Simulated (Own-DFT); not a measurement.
# What a defect does to the pressure of its cell: zincblende GaAs

Source: density functional calculations with Own-DFT, an unreviewed in-house program that is no longer used. Nothing was measured or relaxed, and spin and spin-orbit coupling are left out.

All runs used: PBE; PseudoDojo norm-conserving scalar-relativistic files; cutoff 42 hartree; 3 x 3 x 3 k mesh centred on Gamma; Fermi-Dirac smearing of 0.1 eV.

Limits (not all hold for every row): not probed for a lower state with spin; forces not confirmed at this smearing and k mesh; stress not checked against mesh or cutoff.

All runs share one cell, with vectors in Å (11.737, 0.000, 0.000); (0.000, 11.737, 0.000); (0.000, 0.000, 10.919) and a volume of 1504.3 Å³, strained against the parent crystal. Atoms were moved at random from their sites; u is the rms move along one axis. The defect's site can differ from row to row.

| cell | formula | u (Å) | P (GPa) |
|---|---|---|---|
| no defect | As32Ga32 | 0.0289 | 0.74 |
| no defect | As32Ga32 | 0.0290 | 0.76 |
| no defect | As32Ga32 | 0.0483 | 1.04 |
| one P on an As site | As31Ga32P | 0.0304 | ? |
| one P on an As site | As31Ga32P | 0.0319 | 0.57 |
| one P on an As site | As31Ga32P | 0.0507 | 0.81 |
| one P on an As site | As31Ga32P | 0.0539 | 0.97 |
| one In on a Ga site | As32Ga31In | 0.0278 | 1.30 |
| one In on a Ga site | As32Ga31In | 0.0305 | 1.40 |
| one In on a Ga site | As32Ga31In | 0.0492 | 1.75 |
| one Al on a Ga site | AlAs32Ga31 | 0.0303 | 0.74 |
| one Al on a Ga site | AlAs32Ga31 | 0.0474 | 0.99 |
| one Al on a Ga site | AlAs32Ga31 | 0.0499 | 1.08 |
| one As vacancy and one Ga vacancy | As31Ga31 | 0.0293 | 0.44 |
| one As vacancy and one Ga vacancy | As31Ga31 | 0.0508 | 0.67 |
| one As vacancy and one Ga vacancy | As31Ga31 | 0.0534 | 0.63 |

## Worked fit

P = P0 + c u² + a shift for each defect gives P0 = 0.60 GPa, c = 184 ± 21 GPa/Å² and a scatter of 0.06 GPa. The shifts, and each times the cell's volume:

- one In on a Ga site: 0.63 ± 0.05 GPa, 5.9 eV
- one Al on a Ga site: -0.01 ± 0.05 GPa, -0.1 eV (not resolved)
- one P on an As site: -0.21 ± 0.05 GPa, -2.0 eV
- one As vacancy and one Ga vacancy: -0.41 ± 0.05 GPa, -3.8 eV

Positive is outwards. The product with the volume (160.2 GPa Å³ to the eV) is nearly free of the cell's size; divided by the bulk modulus at the cell's pressure it gives the volume that the defect adds. The atoms around the defects weren't relaxed, which would change these numbers.

## Check

Question: what pressure belongs in the blank (one P on an As site, u = 0.0304 Å)?

Estimate: 0.55 ± 0.08 GPa. DFT gave 0.54 GPa.
